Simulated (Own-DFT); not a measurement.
# Computed records: SiC (4H silicon carbide, atoms displaced), Si₃N₄ (beta silicon nitride, strained, atoms displaced), GaP (zincblende, strained, atoms displaced), SiC (2H silicon carbide, atoms displaced)

A calculation, not a measurement: plane-wave PBE density functional theory by an unreviewed code, no spin, of a simulated periodic cell, stress positive in tension, free energy of the whole cell less one offset for each atom, forces on such cells passed a denser k mesh, this cell's mesh not checked; offsets are fitted by least squares, one for each functional and potential file, so energies compare only between cells with the same atoms and settings and are not formation energies; the far tail of each file's local potential was reset to the Coulomb form; each entry is a single point on an unrelaxed cell, so the pressure reflects the starting lattice, mostly measured values (interpolated for alloys), from which strain is counted, and rises with the displacements; printed positions are rounded, which can move forces by about a meV/angstrom; the program, named Own-DFT, is a retired in-house code; no spin-orbit coupling. Program: Own-DFT development build.

Settings shared by all entries: functional PBE; potential files PseudoDojo norm-conserving, scalar-relativistic, standard set; wave cutoff 42 hartree; occupations Fermi-Dirac; smearing width 0.1 eV.

(1) 
```xyz
32
Lattice="6.1654 0.0000 0.0000 -3.0827 5.3394 0.0000 0.0000 0.0000 10.0681" Properties=species:S:1:pos:R:3:force_x:R:1:force_y:R:1:force_z:R:1 formula=SiC hardware=one_NVIDIA_H100 k_mesh=5_x_5_x_3_centred_on_Gamma free_energy_of_cell_above_offsets=4.434 pressure=10.59 stress_xx=-14.92 stress_yy=-6.12 stress_zz=-10.72 stress_yz=2.51 stress_xz=2.09 stress_xy=0.52 wall_time=122.6
Si     0.2080     0.0556     4.1524     -1.827     -2.948     -0.239
Si    -0.1503     1.9205     1.6599      4.667     -3.948     -0.335
C     -0.0404     0.0943     1.0188      3.217      0.646     -1.417
C      0.0381     1.6946     3.4852     -1.318      2.206      0.451
Si    -1.4807     2.6764     4.0935     -1.664      0.408      1.627
Si    -1.4726     4.4497     1.6940     -0.271      1.245     -3.382
C      4.5919     2.5710     1.0683     -0.612       5.31      -3.35
C     -1.4305     4.4554     3.4903      1.606      0.363      1.698
Si     3.3628     0.0227     4.1939     -3.977      1.338     -2.803
Si     3.1424     1.9296     1.6772     -4.293     -3.926     -0.751
C      3.0814     0.0232     0.8426      0.938     -0.244      6.152
C      3.0288     1.9179     3.5353      4.221     -2.991     -1.247
Si     1.5263     2.5666     3.9946     -1.031      4.417      3.332
Si     1.7045     4.5598     1.6273     -4.689     -2.025     -1.833
C      1.4653     2.5151     0.9819      1.317      3.287      1.136
C      1.6365     4.5896     3.4079      1.849     -2.178      2.238
Si    -0.0471     0.2125     9.1608      3.562     -3.293      0.888
Si     3.0934     3.7110     6.6715     -3.947     -7.685      1.922
C     -2.9225     5.1959     6.0744     -2.705      7.244     -4.287
C      3.0013     3.5944     8.4862     -0.035      1.472      1.775
Si    -1.5846     2.7733     8.9004      0.451     -1.007      2.264
Si     4.6057     0.7284     6.6343      1.997      3.506        1.1
C      4.3512     2.6989     6.0309      5.795     -2.477     -1.502
C      4.6099     0.8577     8.5187      0.623      2.646     -1.655
Si     3.1819     0.1066     9.2240     -1.724     -3.003     -2.705
Si    -0.0470     3.5301     6.4954     -1.283      0.198      2.033
C      3.1251     0.1130     5.9533     -0.029     -3.737     -0.117
C      0.0456     3.5138     8.4515     -1.213      1.548     -0.049
Si     1.4724     2.6954     9.2236       1.77     -1.281     -1.876
Si     1.5888     0.7634     6.5387      0.411      4.868       3.38
C      1.4343     2.7167     5.9721      1.862     -1.582     -1.622
C      1.7275     0.8422     8.5021     -3.667      1.621     -0.826
```

Units: free_energy_of_cell_above_offsets in eV; pressure, stress_xx, stress_yy, stress_zz, stress_yz, stress_xz, stress_xy in GPa; wall_time in s; force_x, force_y, force_z in eV/Å.

(2) 
```xyz
42
Lattice="7.6148 0.0664 0.1201 -3.7499 6.5208 0.0022 0.1378 0.0824 8.6494" Properties=species:S:1:pos:R:3:force_x:R:1:force_y:R:1:force_z:R:1 formula=Si3N4 k_mesh=3_x_3_x_3_centred_on_Gamma free_energy_of_cell_above_offsets=-0.997 pressure=12.45 stress_xx=-7.49 stress_yy=-9.1 stress_zz=-20.77 stress_yz=4.26 stress_xz=3.77 stress_xy=3.46
Si    -1.4067     4.9934     0.7057     -5.193     -0.024      -1.15
Si     0.2834     2.6038     0.7105     -1.008      0.858     -0.099
Si     1.4864     5.3847     0.6937     -0.658     -1.845      5.352
Si     5.5345     1.5281     2.2734     -3.463      1.278      0.482
Si     3.7240     4.0577     2.2636       -2.9     -4.417      0.044
Si     2.4542     1.2302     2.2695      1.811     -0.112     -1.793
N      2.4450     0.1748     0.7461      0.147      2.049      2.244
N      6.2343     2.0163     0.8395      2.315      0.234     -0.804
N      2.8979     4.3895     0.8636     -3.788      2.196      0.274
N      1.4983     6.3315     2.2721      0.715      3.642     -5.268
N     -2.4442     4.5621     2.1294      7.894      3.505      0.825
N      1.0254     2.2071     2.2409      1.867     -2.016     -3.221
N      0.0847     4.3571     0.8845      2.358     -1.607     -1.108
N      3.8229     2.3150     2.3115       1.44     -2.202     -0.418
Si    -1.4068     5.0301     3.5539     -2.276     -0.402      1.673
Si     0.3156     2.6217     3.6335     -1.327      3.165      1.901
Si     1.4936     5.5047     3.5912      0.506     -4.599      4.692
Si     5.4815     1.5232     5.0748     -0.597      2.524        2.9
Si     3.6330     3.9627     5.0485      3.073     -0.037      4.104
Si     2.4757     1.1820     5.0718      1.333       2.47       4.19
N      2.5122     0.2953     3.7204     -0.582     -2.959      -3.13
N      6.3284     2.0973     3.7046     -0.404     -1.244     -0.334
N      2.9124     4.3981     3.6683     -3.382       2.97     -0.327
N      1.4269     6.3203     5.1289      1.059      3.322     -2.947
N     -2.3423     4.5474     5.0961      0.875      1.105     -2.777
N      1.0492     2.2099     5.1121      2.952     -1.656     -3.922
N      0.1916     4.4202     3.5595     -1.579     -1.569      0.657
N      3.8892     2.3177     5.1748      0.055     -3.628     -0.568
Si    -1.4625     5.0584     6.4636     -0.779      0.413      1.994
Si     0.3708     2.6682     6.4839     -2.008      3.562      1.585
Si     1.5797     5.5066     6.5130     -1.553     -3.793      3.233
Si     5.5579     1.6282     8.0479     -0.568      1.006     -1.292
Si     3.6023     3.9850     8.0795      5.681      0.677     -2.037
Si     2.6090     1.2180     7.9874      0.457      1.528      0.482
N      2.4801     0.3218     6.6154      0.277     -1.897     -3.723
N      6.4595     2.0847     6.5926     -3.976      -2.67     -0.405
N      2.9505     4.4250     6.6157     -2.372      1.838     -2.161
N      1.5674     6.3734     8.0389      0.375      3.578     -3.456
N     -2.3126     4.6948     7.9423      0.156     -0.615      0.609
N      1.1811     2.2359     7.8479       1.23     -0.373      4.201
N      0.1193     4.4265     6.5832      1.809     -0.046     -0.563
N      3.9648     2.3770     8.0394      0.028     -4.207      0.064
```

Units: free_energy_of_cell_above_offsets in eV; pressure, stress_xx, stress_yy, stress_zz, stress_yz, stress_xz, stress_xy in GPa; force_x, force_y, force_z in eV/Å.

(3) 
```xyz
64
Lattice="10.8620 0.0000 0.0000 0.0000 10.8620 0.0000 0.0000 0.0000 10.9439" Properties=species:S:1:pos:R:3:force_x:R:1:force_y:R:1:force_z:R:1 formula=GaP k_mesh=3_x_3_x_3_centred_on_Gamma free_energy_of_cell_above_offsets=-29.542 pressure=4.46 stress_xx=-4.7 stress_yy=-4.59 stress_zz=-4.07 stress_yz=0.27 stress_xz=-0.51 stress_xy=1.36
Ga     0.0172     0.0306     0.1333      0.094      0.015     -1.095
Ga    10.8184     2.6318     2.7195      0.893     -0.107      0.152
Ga     2.7690    10.8210     2.6699     -1.265      1.028      2.256
Ga     2.7142     2.7517    10.8584      0.446      0.087      1.161
P      1.4690     1.3433     1.4089      -0.69      0.556     -0.373
P      1.2180     4.0894     4.0428      0.678     -0.226      0.845
P      4.0650     1.4812     4.0162     -0.806     -1.882      1.601
P      4.1263     4.1317     1.4036     -0.614     -1.971      0.165
Ga    10.8008     0.1193     5.4334      0.106     -1.152      0.377
Ga    10.7738     2.7802     8.2573      1.712     -0.843      0.701
Ga     2.6998    10.7039     8.0725     -0.677      1.476      1.826
Ga     2.6755     2.7060     5.4683     -0.375      0.521     -0.804
P      1.4242     1.3038     6.7731      -1.17      0.553      0.916
P      1.3971     4.1289     9.6741     -0.968      0.361      -1.33
P      4.0222     1.4050     9.5598      0.747     -1.496     -0.238
P      4.0070     3.9815     6.8797      1.278      0.545     -0.859
Ga    10.8044     5.5326    10.8938       0.82     -0.916      1.339
Ga     0.0448     8.0666     2.7979      0.354     -0.061      0.525
Ga     2.6930     5.3494     2.7003      0.275      0.147      1.003
Ga     2.7523     8.1641     0.0945     -0.312      0.352     -0.692
P      1.5043     6.7886     1.4096     -1.852     -0.007     -0.263
P      1.4247     9.5062     4.1977     -0.919      0.551     -0.825
P      4.1015     6.7347     4.1171     -1.115      0.247      0.438
P      3.9899     9.5195     1.4960      1.949     -1.191     -1.351
Ga    10.7487     5.4671     5.5091      1.639     -1.221      1.293
Ga     0.0908     8.0910     8.2279     -0.353       1.01     -0.749
Ga     2.8227     5.4127     8.1773     -1.197      0.524      0.761
Ga     2.7761     8.2655     5.5780      -1.29     -2.463     -2.428
P      1.4093     6.8486     6.7984     -0.128     -1.103      0.126
P      1.3651     9.4533     9.5868      0.001      0.657      0.591
P      4.0006     6.7768     9.6846      1.273     -0.374     -0.634
P      3.9809     9.4433     6.8193      3.117      1.948      0.398
Ga     5.4468     0.0449     0.2577     -0.442     -0.284     -1.684
Ga     5.4308     2.6087     2.7738      0.853      1.892      -0.87
Ga     8.1621    10.8406     2.6767     -0.386     -0.725      1.043
Ga     8.1744     2.8812     0.0143      1.825      -2.69      2.319
P      6.8614     1.3728     1.4647      0.025      0.641     -0.801
P      6.7345     4.1144     4.0764      0.161     -1.139      1.051
P      9.4134     1.3855     4.0654      1.348     -1.517     -1.006
P      9.4829     3.9894     1.5027      0.672      1.255     -1.456
Ga     5.4802     0.0629     5.4424     -0.611       0.25      0.455
Ga     5.4473     2.5852     8.0683      -0.18      0.727      1.568
Ga     8.0483     0.0376     8.1132      2.095     -2.274      3.994
Ga     8.2541     2.6073     5.3964       -1.7       2.34       1.58
P      6.9478     1.3175     6.9608     -2.554      2.126     -3.747
P      6.9372     3.9059     9.6878     -3.373      3.147     -3.315
P      9.4721     1.4449     9.6787      0.199     -1.212     -0.404
P      9.4985     4.0601     6.9648     -0.923      0.843     -1.296
Ga     5.4681     5.2889     0.0717      0.535      0.948     -1.261
Ga     5.3786     8.0977     2.7767      0.062      0.101      -0.11
Ga     8.1174     5.3217     2.7252     -0.255      1.178      0.187
Ga     8.2071     8.2143     0.0560     -0.648     -0.634     -0.291
P      6.7205     6.7975     1.3636       1.15      -0.06      0.027
P      6.7019     9.4594     4.1476      0.529      0.579     -1.073
P      9.5110     6.6373     4.1844     -1.544      1.986     -1.614
P      9.5480     9.4702     1.4419      0.387     -0.027      0.179
Ga     5.4589     5.4900     5.5235     -0.929     -1.487     -0.526
Ga     5.2840     8.1967     8.1982      0.914     -0.828      1.082
Ga     8.1391     5.6136     8.2882     -0.446     -1.428     -0.202
Ga     8.0341     8.1160     5.4158      1.146      -0.03       0.51
P      6.7154     6.7880     6.8032      0.434       0.78      1.536
P      6.7665     9.4813     9.6531     -0.445      0.738     -0.376
P      9.5721     6.8755     9.5534     -0.895      0.205      0.599
P      9.3788     9.5531     6.8931      1.347     -0.964     -0.929
```

Units: free_energy_of_cell_above_offsets in eV; pressure, stress_xx, stress_yy, stress_zz, stress_yz, stress_xz, stress_xy in GPa; force_x, force_y, force_z in eV/Å.

(4) 
```xyz
32
Lattice="6.1654 0.0000 0.0000 -3.0827 5.3394 0.0000 0.0000 0.0000 10.0681" Properties=species:S:1:pos:R:3:force_x:R:1:force_y:R:1:force_z:R:1 formula=SiC hardware=one_NVIDIA_H100 k_mesh=5_x_5_x_3_centred_on_Gamma free_energy_of_cell_above_offsets=-4.753 pressure=3.7 stress_xx=-1.78 stress_yy=-3.11 stress_zz=-6.22 stress_yz=-0.96 stress_xz=0.24 stress_xy=0.38 wall_time=115
Si    -3.0395     5.3333     0.0477     -1.778      0.354     -1.172
Si     0.0079     1.7741     2.5305     -0.734       0.63     -0.626
C      0.0282     0.0211     1.9105     -0.592     -0.388     -0.334
C      0.0317     1.7258     4.3823     -1.059      1.174      0.546
Si     3.0761     5.3353     5.0232      0.484     -0.401     -0.061
Si     0.0329     1.7738     7.5316     -0.398     -0.105      0.054
C      0.0139     0.0294     6.8730     -0.642     -0.925      1.242
C      0.0374     1.7714     9.4360     -0.567      -0.08      0.095
Si     4.6154     2.6636    10.0313      0.597      0.003      0.772
Si    -1.5390     4.4280     2.4401      0.014     -0.077      1.381
C      4.5593     2.6584     1.8907      0.849     -0.723     -0.319
C     -1.5851     4.4605     4.3582      1.436     -0.411      0.368
Si     4.6071     2.6693     5.0206      0.545      0.338     -0.563
Si    -1.5552     4.4394     7.5652     -0.384      0.467     -0.509
C      4.6079     2.6587     6.9160      0.617      0.113      0.179
C     -1.5568     4.4797     9.4746      0.814     -0.682     -0.545
Si     3.0871     0.0403     0.0146      0.361     -0.799     -0.567
Si     3.0366     1.6986     2.5563      0.615      2.066     -1.097
C      3.0923     0.0140     1.8886       0.18     -1.244      0.005
C      3.0593     1.8062     4.3711      0.755     -1.137      1.262
Si     0.0394     5.3366     5.0202      -1.33     -0.209     -0.362
Si     3.0787     1.7537     7.4997      0.132      0.574      1.003
C      3.0610     0.0173     6.9084      0.091     -1.022      0.009
C      3.0823     1.7898     9.4362      0.243     -0.247     -0.657
Si     1.5692     2.6084     0.0276     -0.698      1.837     -0.576
Si     1.5694     4.4365     2.5353     -0.157      0.354     -0.243
C      1.5379     2.6817     1.9094      0.041     -0.603     -0.093
C      1.5683     4.4152     4.4272     -0.645      0.362     -0.428
Si     1.5392     2.6357     5.0161     -0.175      0.261      0.169
Si     1.4807     4.4343     7.5645      1.485      0.378     -1.089
C      1.5738     2.6451     6.8896     -0.751      0.636      0.341
C      1.5131     4.4632     9.3971      0.655     -0.493      1.814
```

Units: free_energy_of_cell_above_offsets in eV; pressure, stress_xx, stress_yy, stress_zz, stress_yz, stress_xz, stress_xy in GPa; wall_time in s; force_x, force_y, force_z in eV/Å.
